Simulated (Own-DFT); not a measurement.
Simulation results for Hf₃₆O₇₁ (tetragonal hafnia with one neutral oxygen vacancy, atoms displaced)

A calculation, not a measurement: plane-wave PBE and HSE06 DFT by an unreviewed code, no spin, of a simulated cell at Gamma alone, so results move with cell size and shape, stress positive in tension, energies less offsets, not probed for a lower state with spin; hafnium file: forces about 75 meV/angstrom off all-electron values; oxygen file: force components 24 meV/angstrom off all-electron in a glass; k mesh not checked against a denser one; forces and stress are PBE's, HSE06 gives the energy alone, and its difference from PBE has offsets of its own; offsets are fitted by least squares, one for each functional and potential file, so energies compare only between cells with the same atoms and settings and are not formation energies; the far tail of each file's local potential was reset to the Coulomb form; each entry is a single point on an unrelaxed cell, so the pressure reflects the starting lattice, taken from the Materials Project, from which strain is counted, and rises with the displacements; printed positions are rounded, which can move forces by about a meV/angstrom; the program is a retired in-house code; no spin-orbit coupling. Program: Own-DFT development build.

Settings shared by all entries: first functional PBE; second functional HSE06; exact exchange share 0.25; screening 0.11 1/bohr; exchange divergence Gygi-Baldereschi; potential files PseudoDojo norm-conserving, scalar-relativistic, made for PBE, standard set; wave cutoff 48 hartree; occupations fixed; k mesh 1 x 1 x 1 centred on Gamma.

(1) Hf₃₆O₇₁ (tetragonal hafnia with one neutral oxygen vacancy, atoms displaced)

```
cell vectors (Å)
  10.7800     0.0000     0.0000
   0.0000    10.7800     0.0000
   0.0000     0.0000    10.4493
atoms (fractions of the cell vectors)
Hf  0.99917  0.99877  0.99469
Hf  0.16996  0.16487  0.25117
O   0.99947  0.16494  0.15609
O   0.16661  0.00207  0.34758
O   0.00135  0.16776  0.39931
O   0.16344  0.99684  0.09690
Hf  0.99870  0.00179  0.50068
Hf  0.16695  0.16603  0.75078
O   0.00145  0.16513  0.64667
O   0.16327  0.99577  0.84657
O   0.00050  0.16604  0.90391
O   0.16503  0.99852  0.59648
Hf  0.99361  0.33404  0.00270
Hf  0.16606  0.50105  0.25467
O   0.00317  0.49868  0.15168
O   0.16503  0.32519  0.35259
O   0.99464  0.50131  0.40268
O   0.16919  0.33017  0.09339
Hf  0.99622  0.33338  0.50423
Hf  0.16519  0.49998  0.75281
O   0.99989  0.49779  0.65581
O   0.16135  0.33742  0.85068
O   0.00006  0.49876  0.89991
O   0.16765  0.33481  0.59749
Hf  0.00124  0.66547  0.99882
Hf  0.16568  0.83564  0.25208
O   0.99711  0.83282  0.15270
O   0.16265  0.66926  0.34824
O   0.00342  0.83587  0.40250
O   0.16522  0.66791  0.09797
Hf  0.99937  0.66835  0.49934
Hf  0.16373  0.82974  0.75148
O   0.99612  0.83011  0.65469
O   0.16550  0.66348  0.84283
O   0.99427  0.83372  0.89595
O   0.16506  0.66763  0.59862
Hf  0.33307  0.00230  0.00458
Hf  0.49925  0.16703  0.25036
O   0.33284  0.16737  0.15090
O   0.49953  0.00073  0.34673
O   0.33380  0.16390  0.40839
O   0.49763  0.00042  0.10263
Hf  0.33110  0.99698  0.50456
Hf  0.50001  0.16619  0.75082
O   0.33337  0.16454  0.65252
O   0.50441  0.99875  0.84438
O   0.33166  0.16531  0.90441
O   0.49984  0.99992  0.59973
Hf  0.33575  0.32969  0.99786
Hf  0.49681  0.50025  0.25122
O   0.33124  0.49784  0.15414
O   0.49974  0.33442  0.34639
O   0.33245  0.49748  0.40825
Hf  0.33493  0.33878  0.49891
Hf  0.50253  0.50016  0.74966
O   0.33480  0.50364  0.65016
O   0.50174  0.33131  0.85175
O   0.33292  0.50056  0.90085
O   0.49673  0.33590  0.59572
Hf  0.33378  0.66860  0.99770
Hf  0.49901  0.83096  0.25523
O   0.33632  0.83071  0.15703
O   0.50209  0.66728  0.34223
O   0.33592  0.83425  0.40115
O   0.49475  0.66858  0.10186
Hf  0.33585  0.67006  0.49892
Hf  0.49979  0.83470  0.74883
O   0.33184  0.82823  0.65048
O   0.49980  0.66853  0.84605
O   0.32963  0.83115  0.90106
O   0.50129  0.66707  0.59823
Hf  0.66325  0.00486  0.99983
Hf  0.83328  0.16786  0.25079
O   0.66258  0.16654  0.15614
O   0.83122  0.99927  0.35010
O   0.66920  0.16824  0.40246
O   0.83272  0.00247  0.09418
Hf  0.66673  0.00200  0.50350
Hf  0.83449  0.16862  0.74840
O   0.66690  0.16780  0.65210
O   0.83068  0.00236  0.84742
O   0.66784  0.17013  0.90346
O   0.83532  0.99339  0.59672
Hf  0.66649  0.33313  0.99974
Hf  0.83302  0.50032  0.24531
O   0.66844  0.49753  0.15267
O   0.83337  0.32655  0.35083
O   0.66762  0.49850  0.39891
O   0.83062  0.33118  0.09640
Hf  0.66553  0.33690  0.50151
Hf  0.83249  0.50108  0.74887
O   0.67029  0.50175  0.65503
O   0.83240  0.33722  0.84845
O   0.66046  0.49825  0.89755
O   0.83416  0.32827  0.60264
Hf  0.66489  0.66485  0.99942
Hf  0.83211  0.83055  0.25243
O   0.66542  0.82826  0.14881
O   0.83073  0.66402  0.34385
O   0.66903  0.83605  0.40140
O   0.83886  0.66481  0.09677
Hf  0.66788  0.66261  0.49962
Hf  0.83173  0.83641  0.75061
O   0.66423  0.83399  0.65408
O   0.82790  0.66362  0.84880
O   0.66932  0.83903  0.90460
O   0.83270  0.66690  0.59948
```

* PBE energy of cell above offsets: -101.334 eV
* HSE06 less PBE above offsets: -0.151 eV
* PBE pressure: 0.6 GPa
* PBE stress xx: -0.01 GPa
* PBE stress yy: -0.55 GPa
* PBE stress zz: -1.22 GPa
* PBE stress yz: 0.03 GPa
* PBE stress xz: 0.05 GPa
* PBE stress xy: -0.04 GPa

Force:
```
element  x (eV/Å)  y (eV/Å)  z (eV/Å)
     Hf    -0.464     0.018      0.84
     Hf    -1.079     0.608    -0.011
      O     0.217     0.265      -0.4
      O      0.24    -0.662      0.11
      O     -0.37    -0.412     0.776
      O     0.744    -0.012    -0.071
     Hf     0.139     0.437    -0.719
     Hf    -0.123     0.518    -0.041
      O      -0.2    -0.016     0.743
      O     0.116     0.738    -0.043
      O    -0.164     0.297    -0.432
      O     0.053    -0.142     0.366
     Hf     1.829    -0.186    -0.399
     Hf     -0.08    -0.883    -0.387
      O    -0.347    -0.271     0.079
      O     0.279     1.771    -0.664
      O     0.285    -0.292     0.122
      O    -0.523     0.041     0.297
     Hf     1.053     -0.34    -0.819
     Hf     0.495    -0.758    -0.777
      O    -0.335      0.09    -0.606
      O     0.411    -1.237    -0.672
      O     -0.22     0.474     0.656
      O    -0.088    -0.059      0.24
     Hf    -0.052     0.158    -0.165
     Hf    -0.309     0.113    -0.737
      O     0.387      0.03     0.054
      O     0.383    -0.571     0.072
      O    -0.288     -0.47     0.084
      O     0.377    -0.025     -0.25
     Hf     0.357     0.123     0.421
     Hf    -0.035     0.042    -0.645
      O     0.556      0.01    -0.353
      O    -0.172     0.758     0.973
      O     0.258    -0.576     0.622
      O     0.112     0.017    -0.692
     Hf    -0.257     -0.84     0.036
     Hf    -0.123    -0.517     0.481
      O     0.541     0.077    -0.081
      O      0.18    -0.144     0.404
      O     0.159     0.351    -0.401
      O     0.069     0.076    -0.771
     Hf      0.36     0.868    -0.504
     Hf     -0.12    -0.106    -0.307
      O      0.01    -0.056     0.801
      O     -0.37      0.61     0.677
      O    -0.001    -0.306    -0.505
      O    -0.175    -0.065    -0.069
     Hf    -0.245     1.079      0.68
     Hf      0.21    -0.255    -0.955
      O     0.169    -0.254     0.371
      O     -0.07     0.048    -0.321
      O     -0.02      1.59    -1.364
     Hf    -1.255    -1.753     0.577
     Hf    -0.869     0.071     0.376
      O    -0.018    -0.101     0.509
      O    -0.379      0.04    -0.323
      O     0.271    -0.199     0.281
      O     1.111     0.039      0.56
     Hf    -0.106     -0.47     0.497
     Hf     0.688      1.19    -1.116
      O    -0.952     0.318    -0.367
      O    -0.172    -0.732     1.487
      O    -0.156    -0.274     0.188
      O      0.74    -0.548    -0.849
     Hf     -0.72    -0.331     1.067
     Hf    -0.005    -0.253    -0.059
      O     0.164     0.268     0.079
      O     0.211    -0.095     0.295
      O     0.143     0.829     0.267
      O     0.272    -0.192    -0.566
     Hf     0.549    -0.681     0.524
     Hf     0.264    -1.078     0.182
      O     0.271      0.47    -0.608
      O      0.21      0.09    -0.369
      O    -0.449     0.109     0.659
      O    -0.328    -0.006     0.007
     Hf     0.019    -0.118    -0.918
     Hf     0.145     0.181     0.424
      O    -0.143    -0.143     0.207
      O     0.179     0.348    -0.452
      O    -0.051    -0.259    -0.177
      O    -0.545     0.428     0.478
     Hf     -1.07      0.36      0.11
     Hf     0.595    -0.519     0.685
      O    -0.853     0.036    -0.417
      O    -0.023      1.74    -0.157
      O    -0.047     0.141     0.527
      O     0.017     0.129     0.564
     Hf     0.404    -1.128    -0.481
     Hf     0.961     0.266     0.695
      O    -0.855    -0.282    -1.152
      O     0.126    -0.748     0.046
      O     0.043     0.119     0.759
      O    -0.705     0.316    -0.262
     Hf     0.172     0.965      0.06
     Hf    -0.444     0.953    -0.694
      O     0.259    -0.066     0.632
      O    -0.001     0.208      0.51
      O    -0.167    -0.815     0.588
      O    -1.016    -0.444    -0.022
     Hf     0.191      1.06    -0.055
     Hf    -0.215    -0.425      0.37
      O     0.208    -0.027     -0.19
      O    -0.085     0.407    -0.084
      O    -0.209    -1.017    -0.026
      O    -0.137    -0.131    -0.605
```

(2) Hf₃₆O₇₁ (tetragonal hafnia with one neutral oxygen vacancy, atoms displaced)

```
cell vectors (Å)
  10.7800     0.0000     0.0000
   0.0000    10.7800     0.0000
   0.0000     0.0000    10.4493
atoms (fractions of the cell vectors)
Hf  0.00428  0.99126  0.00418
Hf  0.16622  0.16647  0.25495
O   0.00365  0.16538  0.14469
O   0.16178  0.00278  0.34750
O   0.00180  0.16767  0.40094
O   0.16464  0.99999  0.10427
Hf  0.98689  0.00725  0.49266
Hf  0.16436  0.15673  0.75087
O   0.00102  0.16750  0.64825
O   0.17357  0.00705  0.84542
O   0.00301  0.17522  0.90196
O   0.16316  0.00168  0.59553
Hf  0.99289  0.33711  0.99556
Hf  0.16736  0.49646  0.25120
O   0.99693  0.49659  0.14800
O   0.16435  0.33210  0.34531
O   0.00001  0.51100  0.40118
O   0.16793  0.33717  0.10580
Hf  0.00513  0.33762  0.50139
Hf  0.16786  0.50567  0.74631
O   0.99365  0.50013  0.64985
O   0.16683  0.33724  0.85024
O   0.99795  0.50008  0.89553
O   0.16946  0.33514  0.59760
Hf  0.99190  0.66650  0.00366
Hf  0.17892  0.83053  0.24716
O   0.00036  0.83004  0.13924
O   0.17433  0.66512  0.35314
O   0.99652  0.83291  0.39751
O   0.16708  0.66570  0.10004
Hf  0.98998  0.66818  0.50748
Hf  0.16352  0.83635  0.74161
O   0.00435  0.83261  0.64975
O   0.16848  0.66151  0.84177
O   0.99314  0.83783  0.89974
O   0.15876  0.66322  0.59638
Hf  0.33513  0.99382  0.00017
Hf  0.49659  0.16657  0.24991
O   0.32813  0.17109  0.15118
O   0.49722  0.99820  0.35222
O   0.32847  0.17070  0.39831
O   0.49266  0.00977  0.09677
Hf  0.33451  0.00280  0.49551
Hf  0.49892  0.16838  0.75568
O   0.32807  0.16947  0.64644
O   0.49730  0.99476  0.84234
O   0.32265  0.17487  0.90021
O   0.50361  0.00690  0.59453
Hf  0.33701  0.33067  0.99515
Hf  0.50049  0.50097  0.25851
O   0.33884  0.49828  0.14863
O   0.49292  0.34120  0.34094
O   0.32378  0.49994  0.40514
O   0.50179  0.32644  0.09530
Hf  0.32452  0.33104  0.49354
Hf  0.50261  0.50178  0.74361
O   0.32887  0.49548  0.65334
O   0.49350  0.33469  0.84252
O   0.33409  0.48906  0.90915
O   0.50227  0.33481  0.59602
Hf  0.32835  0.66692  0.99989
Hf  0.50167  0.82866  0.25808
O   0.33837  0.82535  0.14634
O   0.49895  0.67565  0.34608
O   0.33007  0.83378  0.39979
O   0.50467  0.66501  0.09691
Hf  0.33420  0.66774  0.51169
Hf  0.50199  0.83087  0.75105
O   0.32791  0.82448  0.64779
O   0.50314  0.66480  0.84937
O   0.33329  0.83645  0.89907
O   0.49840  0.66847  0.59170
Hf  0.66128  0.00591  0.99953
Hf  0.82607  0.16570  0.25326
O   0.66352  0.16444  0.16016
O   0.83075  0.99662  0.34953
O   0.66623  0.16815  0.41046
O   0.83246  0.99938  0.09330
Hf  0.66386  0.00203  0.49550
Hf  0.84329  0.16673  0.74037
O   0.66013  0.16199  0.65514
O   0.83104  0.99231  0.83714
O   0.67506  0.16654  0.89884
O   0.83224  0.99948  0.60651
Hf  0.66421  0.33257  0.01022
Hf  0.82670  0.49578  0.25004
O   0.66681  0.49827  0.15463
O   0.83571  0.33375  0.35254
O   0.66443  0.50015  0.40510
O   0.82738  0.33545  0.09270
Hf  0.66009  0.33848  0.49804
Hf  0.83682  0.50096  0.74878
O   0.66202  0.49871  0.64900
O   0.83648  0.32449  0.84754
O   0.66295  0.50122  0.90056
O   0.84251  0.33820  0.59804
Hf  0.66237  0.67730  0.99412
Hf  0.84248  0.82725  0.25098
O   0.66624  0.82719  0.14929
O   0.82956  0.66921  0.34857
O   0.67143  0.83418  0.40912
O   0.83272  0.66903  0.10174
Hf  0.67428  0.65803  0.49855
Hf  0.83121  0.83080  0.74906
O   0.67519  0.82672  0.64742
O   0.67550  0.83195  0.90429
O   0.83612  0.67275  0.59982
```

* PBE energy of cell above offsets: -96.298 eV
* HSE06 less PBE above offsets: 0.111 eV
* PBE pressure: 2.18 GPa
* PBE stress xx: -1.36 GPa
* PBE stress yy: -2.94 GPa
* PBE stress zz: -2.24 GPa
* PBE stress yz: 0.2 GPa
* PBE stress xz: 1.15 GPa
* PBE stress xy: -0.14 GPa

Force:
```
element  x (eV/Å)  y (eV/Å)  z (eV/Å)
     Hf     -1.09     2.377    -0.102
     Hf    -0.812     0.293    -2.245
      O    -1.461     0.094     1.517
      O       0.6    -1.166     0.072
      O    -0.553     0.663    -0.133
      O     1.434    -0.917    -0.777
     Hf     1.434    -1.462     0.766
     Hf     0.484      3.64    -0.271
      O      0.72    -0.109    -0.861
      O    -0.448    -3.181     1.196
      O     -0.08    -2.485    -0.679
      O      0.27    -0.302    -0.064
     Hf      2.18    -0.632     0.301
     Hf     0.234     0.602    -1.008
      O    -0.592     0.437     0.565
      O     -0.13     0.413      1.45
      O     -0.12    -1.532     0.049
      O    -0.317      0.28    -0.905
     Hf    -0.176     0.472    -0.426
     Hf     -0.88    -2.329     0.802
      O     1.086     0.237    -0.228
      O    -0.435     0.012    -0.976
      O    -1.064     1.118     0.217
      O    -1.124     0.238    -0.474
     Hf      0.71    -0.294    -0.599
     Hf    -1.456     -0.52     1.255
      O     0.509     0.196     1.219
      O    -0.085      0.91    -1.314
      O    -0.381     0.102     0.039
      O    -0.248      0.18    -0.356
     Hf     2.964     0.525    -1.922
     Hf    -0.076    -0.299     0.668
      O    -1.209    -0.059    -0.051
      O     0.475     2.044     1.017
      O     0.716    -1.676    -0.432
      O     0.868    -0.008     0.489
     Hf    -1.613     1.815    -0.247
     Hf    -1.635     0.204    -0.537
      O      1.08    -0.552     0.662
      O      0.15     0.631    -0.587
      O     0.666     -1.08    -0.293
      O     1.216    -0.081     0.167
     Hf    -0.707      0.21     0.788
     Hf    -0.199      0.21    -1.601
      O     1.062    -0.445     0.346
      O     0.234     0.568     1.006
      O     1.183    -2.892    -0.336
      O     -1.43    -1.096     0.216
     Hf    -2.117     0.288     1.621
     Hf    -1.258     1.852    -2.735
      O     0.105     0.526     1.415
      O     0.691    -2.131     1.168
      O     0.973     0.145    -0.038
      O    -0.035    -0.317     0.752
     Hf     0.711     0.729     1.503
     Hf     -0.97     -1.01      1.44
      O     1.517     0.971    -0.261
      O     0.651    -0.131     0.162
      O     0.082     3.514    -1.203
      O    -0.976     0.119    -0.584
     Hf     0.819    -1.647     0.106
     Hf     0.826     1.076    -1.841
      O     0.221     0.687     0.085
      O     0.164    -2.734     1.341
      O     0.185     0.399     0.014
      O    -1.134     0.155    -0.128
     Hf    -2.567     -0.25    -2.066
     Hf     0.153    -0.391    -1.229
      O     1.257     0.481     0.407
      O    -0.407     0.942    -0.691
      O     0.036    -0.958    -0.076
      O     1.458    -0.341     0.958
     Hf     1.685     -0.44    -0.248
     Hf     2.408    -0.122    -0.663
      O     0.183    -0.139    -0.526
      O     0.122     1.066    -0.258
      O    -0.067      0.75    -1.449
      O     -0.49     0.253     0.222
     Hf     0.571     -0.59     1.839
     Hf    -2.169    -0.593     1.771
      O      1.19     0.698    -0.002
      O     0.088     1.789     0.925
      O    -1.404    -0.113     1.348
      O    -0.027     0.314    -1.992
     Hf     0.099     0.861    -2.837
     Hf     1.968     0.417    -0.572
      O    -0.666    -0.435     0.485
      O    -0.456    -0.114    -0.837
      O    -0.037     -0.23    -1.256
      O     0.445    -0.271     1.668
     Hf      1.19    -1.564     1.823
     Hf    -0.462    -1.097     1.637
      O     1.647     0.484     -0.56
      O     -0.16     2.002    -0.503
      O     0.606    -0.349     0.268
      O    -2.035     -0.43     -0.28
     Hf     0.284    -2.411     1.467
     Hf    -0.708      0.74    -0.875
      O    -0.279     0.809     0.939
      O    -0.528    -1.481     0.486
      O    -0.572    -0.678    -0.788
      O    -0.435    -0.259    -0.613
     Hf    -0.682      3.06     0.818
     Hf     1.031     0.083     0.479
      O    -2.351     0.074     0.933
      O    -0.557     1.584    -1.294
      O    -1.778    -0.991     0.943
```
